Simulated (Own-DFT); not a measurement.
# Response to strain: 4H SiC, 72 atoms (C36Si36)

All numbers below are calculated, not measured. They come from Own-DFT, an in-house plane-wave density functional program, since retired, whose code no person has reviewed. Each row is one single-point run on a periodic cell that was not relaxed, without spin or spin-orbit coupling.

Settings of every run: PBE; PseudoDojo norm-conserving scalar-relativistic files; cutoff 42 hartree; 4 x 4 x 3 k mesh centred on Gamma; Fermi-Dirac smearing of 0.1 eV.

Known limits: forces on such cells passed a denser k mesh, each cell not checked; stress not checked against mesh or cutoff.

Unstrained cell vectors in Å: (9.248, 0.000, 0.000); (-4.624, 8.009, 0.000); (0.000, 0.000, 10.068). The unstrained cell has measured lattice constants (interpolated for alloys), not those of this functional. That, the random moves and any unrelaxed bonds set the pressure at no strain. Each run strains this cell uniformly, with the atoms carried along. Every atom was also moved at random, by a Gaussian of width 0.05 Å on each axis. Strain is the symmetric tensor, in per cent. Stress is positive in tension, and the pressure is minus a third of its trace.

```
run,e_xx (%),e_yy (%),e_zz (%),e_yz (%),e_xz (%),e_xy (%),s_xx (GPa),s_yy (GPa),s_zz (GPa),s_yz (GPa),s_xz (GPa),s_xy (GPa),P (GPa),E (meV/atom)
1,0.23,-1.93,-1.97,1.99,0.05,0.83,-8.06,-16.85,-21.21,7.14,0.68,5.08,15.37,67.6
2,-1.60,0.70,-1.80,0.23,-1.42,0.00,-12.28,-1.42,-23.62,2.41,-4.37,0.59,12.44,36.9
3,-0.54,-0.48,0.02,1.39,-1.83,1.68,-8.94,-9.77,-6.41,5.40,-6.17,6.90,8.37,47.6
4,0.26,0.61,-0.56,1.35,1.01,0.09,-1.84,0.28,-12.47,4.48,3.58,-0.05,4.68,12.7
5,0.21,0.25,-0.14,1.77,-1.37,0.64,-3.21,-2.46,-8.89,5.30,-4.30,3.21,4.85,24.7
6,-1.56,-0.02,-1.10,-0.96,-0.16,-0.92,-12.10,-8.36,-14.90,-3.20,0.69,-4.50,11.79,25.5
7,0.11,-0.48,1.12,0.44,0.78,1.81,-4.70,-10.33,0.61,2.22,3.29,9.40,4.80,32.6
8,1.31,-1.89,-1.58,-0.09,-1.29,0.88,-0.93,-14.91,-15.95,-0.43,-4.07,4.86,10.60,26.4
9,0.16,1.66,1.16,1.57,-0.81,1.15,-4.17,4.66,2.53,5.10,-2.82,4.37,-1.01,7.0
10,-1.85,-1.80,-0.80,-1.90,1.45,-0.68,-17.40,-19.71,-11.74,-7.16,4.87,-2.06,16.28,38.1
11,-1.77,0.39,0.95,0.19,0.59,-0.35,-15.12,-2.18,-2.35,0.46,0.54,-2.67,6.55,20.5
12,1.31,1.75,1.56,0.07,-0.67,-1.89,3.63,5.30,3.89,-0.01,-1.81,-7.42,-4.27,4.6
13,0.89,-1.96,1.77,-1.51,1.00,-0.19,-0.67,-15.77,4.66,-4.27,2.22,-1.28,3.93,13.4
14,-0.79,0.95,-1.56,-0.60,0.71,1.33,-8.22,-2.01,-15.93,-2.34,2.75,5.51,8.72,32.3
15,0.63,-1.44,-1.75,-1.57,-0.14,0.42,-3.79,-12.46,-19.43,-4.48,-1.46,1.27,11.89,37.5
16,0.31,-0.07,1.49,-0.25,-1.50,-0.61,-2.49,-3.84,2.86,-0.74,-4.81,-2.64,1.16,0.0
17,-1.45,-0.32,-1.70,1.43,0.62,-0.03,?,?,?,?,?,?,?,?
```

E is the free energy for each atom above the lowest run shown.

## Worked fit

Each stress component was fitted by least squares to a constant and the strains of the runs shown, as fractions, with shears doubled. Shear strains stay in the fit of a normal stress only where such slopes are resolved. The slopes, in GPa:

| stress | at no strain | per e_xx | per e_yy | per e_zz | scatter |
|---|---|---|---|---|---|
| s_xx | -5.1 | 525 ± 31 | 106 ± 26 | 20 ± 25 | 1.19 |
| s_yy | -5.3 | 109 ± 41 | 608 ± 35 | 0 ± 34 | 1.60 |
| s_zz | -7.2 | 45 ± 41 | -12 ± 35 | 691 ± 33 | 1.60 |

Each shear stress against twice its own strain: yz 164 ± 11, xz 164 ± 11, xy 212 ± 14 GPa. These are stiffnesses along x, y and z of the frame in which the cell vectors are given, which need not be the crystal's axes. The atoms are held to the strained lattice; where symmetry lets them move under strain, relaxing them would lower some slopes. The table should be nearly symmetric about its diagonal, and what it lacks of that shows the noise. A ninth of its sum, 232 ± 5 GPa, estimates the bulk modulus near the mean pressure of these runs, 7.3 GPa, so it lies above the value at zero pressure.

## Withheld run

Question: what normal stresses and pressure should run 17 give?

The fit gives s_xx = -13.4, s_yy = -8.8, s_zz = -19.6 and P = 13.9 GPa. The calculation gave -14.22, -7.01, -21.93 and P = 14.39 GPa.
